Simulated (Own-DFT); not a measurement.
# How strain changes the stress of wurtzite GaN, 96 atoms (Ga48N48)

Calculated results; nothing here was measured. They come from Own-DFT, an in-house plane-wave density functional program, since retired, whose code no person has reviewed. Each row is one single-point run on a periodic cell that was not relaxed, without spin or spin-orbit coupling.

Settings of every run: PBE; PseudoDojo norm-conserving scalar-relativistic files (stringent for Ga); cutoff 96 hartree; 3 x 4 x 3 k mesh centred on Gamma; Gaussian smearing of 0.01 eV.

Known limits: forces on such cells passed a denser k mesh, each cell not checked; stress not checked against mesh or cutoff.

Unstrained cell vectors in Å: (12.756, 0.000, 0.000); (-4.783, 8.285, 0.000); (0.000, 0.000, 10.370). The unstrained cell has measured lattice constants (interpolated for alloys), not those of this functional. That, the random moves and any unrelaxed bonds set the pressure at no strain. Each run strains this cell uniformly, with the atoms carried along. Every atom was also moved at random, by a Gaussian of width 0.05 Å on each axis. Strain is the symmetric tensor, in per cent. Stress is positive in tension, and the pressure is minus a third of its trace.

```
run,e_xx (%),e_yy (%),e_zz (%),e_yz (%),e_xz (%),e_xy (%),s_xx (GPa),s_yy (GPa),s_zz (GPa),s_yz (GPa),s_xz (GPa),s_xy (GPa),P (GPa),E (meV/atom)
1,-1.46,1.54,0.19,0.05,1.33,-0.76,-11.24,-3.07,-5.28,0.22,2.36,-2.15,6.53,20.2
2,-0.95,-0.64,0.95,1.98,-1.58,1.14,-9.55,-11.30,-4.28,4.28,-2.62,2.81,8.38,23.6
3,-0.26,1.79,-1.81,0.37,-1.17,-0.69,-9.61,-1.19,-13.67,1.10,-2.51,-3.01,8.16,30.6
4,1.06,0.64,0.21,-1.16,-1.53,-1.21,-0.90,-4.07,-5.11,-2.53,-2.92,-3.79,3.36,7.6
5,-1.73,0.66,-1.70,0.34,1.32,-0.99,-14.14,-9.00,-16.90,1.38,2.49,-3.55,13.35,49.8
6,-1.55,0.33,1.80,-0.72,1.31,-0.21,-11.89,-6.12,-1.07,-1.20,2.40,-1.84,6.36,27.0
7,-1.90,-1.94,0.84,-1.47,0.98,-1.03,-17.33,-18.80,-4.73,-2.94,2.98,-2.75,13.62,40.3
8,-1.18,0.03,-1.05,1.53,0.19,0.56,-13.57,-10.36,-12.48,3.16,0.53,2.74,12.14,45.5
9,-1.31,0.52,1.28,1.96,1.60,-0.11,-9.52,-4.54,-3.70,4.01,3.17,-0.85,5.92,12.4
10,0.75,-0.99,0.52,0.05,1.15,0.35,-5.59,-9.62,-5.02,0.71,3.06,0.85,6.74,20.3
11,-1.69,-0.28,1.04,1.25,1.91,1.42,-13.71,-9.23,-4.69,2.58,5.02,2.81,9.21,32.3
12,1.32,1.89,1.74,-0.48,-0.53,-1.45,-0.38,2.83,2.50,-0.78,-1.37,-3.64,-1.65,8.6
13,-1.62,-0.87,-1.80,-0.09,0.27,0.94,-16.92,-15.57,-17.54,0.22,-0.31,2.69,16.68,52.4
14,1.86,0.26,0.89,-1.64,-0.95,0.96,0.13,-2.71,-1.19,-3.59,-1.99,2.62,1.26,0.0
15,-1.48,-0.31,-0.06,0.51,-0.26,1.59,-13.93,-10.34,-9.21,1.09,-0.66,5.54,11.16,31.1
16,-1.25,0.66,-1.34,1.42,-1.41,-0.10,-14.34,-6.87,-12.67,3.47,-3.13,-0.57,11.29,33.9
17,-1.58,1.29,1.84,-0.79,-0.10,0.77,?,?,?,?,?,?,?,?
```

E is the free energy for each atom above the lowest run shown.

## Worked fit

Each stress component was fitted by least squares to a constant and the strains of the runs shown, as fractions, with shears doubled. Shear strains stay in the fit of a normal stress only where such slopes are resolved. The slopes, in GPa:

```
stress  at no strain  per e_xx  per e_yy  per e_zz  scatter
  s_xx          -7.8  378 ± 26  104 ± 30  105 ± 25     1.14
  s_yy          -7.6  125 ± 20  439 ± 23   95 ± 18     0.85
  s_zz          -7.1   91 ± 21   54 ± 24  429 ± 20     0.91
```

Each shear stress against twice its own strain: yz 106 ± 4, xz 104 ± 7, xy 144 ± 15 GPa. These are stiffnesses along x, y and z of the frame in which the cell vectors are given, which need not be the crystal's axes. The atoms are held to the strained lattice; where symmetry lets them move under strain, relaxing them would lower some slopes. The table should be nearly symmetric about its diagonal, and what it lacks of that shows the noise. A ninth of its sum, 202 ± 4 GPa, estimates the bulk modulus near the mean pressure of these runs, 8.3 GPa, so it lies above the value at zero pressure.

## Withheld run

Question: what normal stresses and pressure should run 17 give?

The fit gives s_xx = -10.5, s_yy = -2.2, s_zz = 0.0 and P = 4.2 GPa. The calculation gave -11.65, -1.88, -0.50 and P = 4.68 GPa.
